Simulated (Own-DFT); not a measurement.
# How strain changes the stress of wurtzite GaN, 96 atoms (Ga48N48)

These are calculations, not measurements. They come from Own-DFT, an in-house plane-wave density functional program, since retired, whose code no person has reviewed. Each row is one single-point run on a periodic cell that was not relaxed, without spin or spin-orbit coupling.

Settings of every run: PBE; PseudoDojo norm-conserving scalar-relativistic files (stringent for Ga); cutoff 96 hartree; 3 x 4 x 3 k mesh centred on Gamma; Gaussian smearing of 0.01 eV.

Known limits: forces on such cells passed a denser k mesh, each cell not checked; stress not checked against mesh or cutoff.

Unstrained cell vectors in Å: (12.756, 0.000, 0.000); (-4.784, 8.285, 0.000); (0.000, 0.000, 10.370). The unstrained cell has measured lattice constants (interpolated for alloys), not those of this functional. That, the random moves and any unrelaxed bonds set the pressure at no strain. Each run strains this cell uniformly, with the atoms carried along. Every atom was also moved at random, by a Gaussian of width 0.05 Å on each axis. Strain is the symmetric tensor, in per cent. Stress is positive in tension, and the pressure is minus a third of its trace.

| run | e_xx (%) | e_yy (%) | e_zz (%) | e_yz (%) | e_xz (%) | e_xy (%) | s_xx (GPa) | s_yy (GPa) | s_zz (GPa) | s_yz (GPa) | s_xz (GPa) | s_xy (GPa) | P (GPa) | E (meV/atom) |
|---|---|---|---|---|---|---|---|---|---|---|---|---|---|---|
| 1 | -1.40 | 0.90 | -1.23 | 1.88 | 1.55 | -0.72 | -12.57 | -6.01 | -14.24 | 3.71 | 3.90 | -2.02 | 10.94 | 37.9 |
| 2 | 1.21 | 0.49 | -1.97 | 0.13 | -0.22 | -0.92 | -3.38 | -3.80 | -15.87 | 0.62 | -1.34 | -2.29 | 7.68 | 11.5 |
| 3 | -0.18 | -2.00 | -1.66 | 1.20 | -0.22 | 0.74 | -10.98 | -17.73 | -18.56 | 3.29 | -1.02 | 2.42 | 15.76 | 52.5 |
| 4 | -1.31 | -0.03 | -0.60 | 1.03 | -1.69 | 1.31 | -14.05 | -10.22 | -11.49 | 3.97 | -4.16 | 6.79 | 11.92 | 47.2 |
| 5 | -0.59 | -1.29 | -0.73 | 0.33 | 1.10 | 0.43 | -10.08 | -16.19 | -12.09 | 0.72 | 1.76 | 1.16 | 12.79 | 37.7 |
| 6 | 1.35 | -1.53 | -0.30 | -1.97 | 0.66 | 1.22 | -4.39 | -12.66 | -7.54 | -4.18 | 1.00 | 2.30 | 8.20 | 27.1 |
| 7 | 0.59 | -1.46 | -1.30 | -0.16 | 0.52 | 0.49 | -8.00 | -14.87 | -12.30 | -1.22 | 0.91 | 1.96 | 11.72 | 29.2 |
| 8 | 0.20 | -0.21 | 0.12 | 1.05 | 1.07 | 1.82 | -7.82 | -8.56 | -5.85 | 2.80 | 2.08 | 6.71 | 7.41 | 23.3 |
| 9 | 1.61 | 1.14 | -0.21 | -1.17 | -0.68 | 0.31 | 0.74 | -1.16 | -5.89 | -2.44 | -1.01 | 2.09 | 2.10 | 0.0 |
| 10 | -0.80 | 1.82 | -1.71 | -0.47 | 0.62 | 1.93 | -8.47 | -1.55 | -17.08 | -0.95 | 1.19 | 5.82 | 9.03 | 31.1 |
| 11 | -1.76 | -1.42 | 0.26 | -1.29 | 0.67 | 1.63 | -16.92 | -14.74 | -9.22 | -1.50 | 0.61 | 5.63 | 13.63 | 45.1 |
| 12 | -0.96 | 1.92 | -0.49 | -1.78 | 1.47 | 1.85 | -9.10 | -1.60 | -10.74 | -4.12 | 3.30 | 6.58 | 7.15 | 41.3 |
| 13 | -0.66 | -1.45 | 0.96 | -1.42 | -1.74 | 0.09 | -11.14 | -14.05 | -5.08 | -2.21 | -4.94 | -0.40 | 10.09 | 41.0 |
| 14 | 0.29 | -1.71 | -1.92 | 0.14 | 0.36 | -1.76 | -10.74 | -15.28 | -17.59 | 0.08 | 1.04 | -6.27 | 14.54 | 43.5 |
| 15 | 1.74 | -1.98 | -0.41 | -1.39 | -0.51 | 1.19 | -3.53 | -14.72 | -7.70 | -3.02 | -0.58 | 3.53 | 8.65 | 26.0 |
| 16 | -1.20 | 1.89 | -1.40 | 1.61 | -0.69 | -1.14 | ? | ? | ? | ? | ? | ? | ? | ? |

E is the free energy for each atom above the lowest run shown.

## Worked fit

Each stress component was fitted by least squares to a constant and the strains of the runs shown, as fractions, with shears doubled. Shear strains stay in the fit of a normal stress only where such slopes are resolved. The slopes, in GPa:

```
stress  at no strain  per e_xx  per e_yy  per e_zz  scatter
  s_xx          -7.5  397 ± 21  134 ± 17   50 ± 28     0.88
  s_yy          -7.8  124 ± 21  435 ± 17   45 ± 27     0.87
  s_zz          -7.3  141 ± 22   44 ± 18  512 ± 28     0.90
```

Each shear stress against twice its own strain: yz 114 ± 7, xz 117 ± 8, xy 171 ± 12 GPa. These are stiffnesses along x, y and z of the frame in which the cell vectors are given, which need not be the crystal's axes. The atoms are held to the strained lattice; where symmetry lets them move under strain, relaxing them would lower some slopes. The table should be nearly symmetric about its diagonal, and what it lacks of that shows the noise. A ninth of its sum, 209 ± 5 GPa, estimates the bulk modulus near the mean pressure of these runs, 10.1 GPa, so it lies above the value at zero pressure.

## Withheld run

Question: what normal stresses and pressure should run 16 give?

The fit gives s_xx = -10.5, s_yy = -1.7, s_zz = -15.4 and P = 9.2 GPa. The calculation gave -12.07, -2.25, -12.94 and P = 9.09 GPa.
